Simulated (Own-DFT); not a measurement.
# Misfit strain and the stress it brings: diamond-structure SiGeSn with randomly placed atoms, 64 atoms (Ge44Si16Sn4)

Source: density functional calculations with Own-DFT, an unreviewed in-house program that is no longer used. Nothing was measured or relaxed, and spin and spin-orbit coupling are left out.

Method: PBE; PseudoDojo norm-conserving scalar-relativistic files; cutoff 49 hartree; 3 x 3 x 3 k mesh centred on Gamma; Fermi-Dirac smearing of 0.1 eV.

Caveats: forces on such cells moved up to 12 meV/angstrom on a denser k mesh; stress not checked against mesh or cutoff.

Unstrained cell vectors in Å: (11.306, 0.000, 0.000); (0.000, 11.306, 0.000); (0.000, 0.000, 11.306). The unstrained cell has measured lattice constants (interpolated for alloys), not those of this functional. That, the random moves and any unrelaxed bonds set the pressure at no strain. Each run strains x and y alike by e, as a substrate would, and holds the height along z. All atoms carry random offsets, Gaussian with a width of 0.05 Å per axis. The random placing of the alloy's atoms differs from row to row. Stress is positive in tension.

```
e (%)  u (Å)  (s_xx + s_yy)/2 (GPa)  s_zz (GPa)
-3.00  0.048                 -10.53       -8.30
-2.50  0.043                  -9.37       -7.66
-1.75  0.050                  -7.95       -6.68
-1.50  0.054                  -7.45       -6.22
-1.25  0.050                  -6.79       -5.79
-1.00  0.050                  -6.42       -5.79
 0.25  0.049                  -3.64       -3.80
 0.50  0.048                      ?           ?
 2.00  0.054                  -0.97       -2.10
 2.75  0.052                   0.02       -1.65
```

## Worked fit

With e as a fraction, the in-plane stress is -4.4 + 184 e - 796 e² GPa (errors 3 and 176, scatter 0.15), and s_zz is -4.3 + 118 e - 646 e² GPa (slope ± 3, scatter 0.16). At e = 0 the first slope is C11 + C12 and the second 2 C12, both with the ions held to the strained lattice and at the cell's own pressure. The term in e² is negative: the layer stiffens under compression and softens under tension. A free layer would change its height as e changes, and the in-plane slope would drop by 2 C12²/C11 to the biaxial modulus. At fixed height, a misfit of 1 % moves the in-plane stress by about 1.8 GPa and s_zz by 1.2 GPa.

## Withheld run

Q: what are the two stresses at e = 0.50 %?

From the fit: -3.5 and -3.7 GPa. The calculation gave -3.34 and -3.52 GPa.
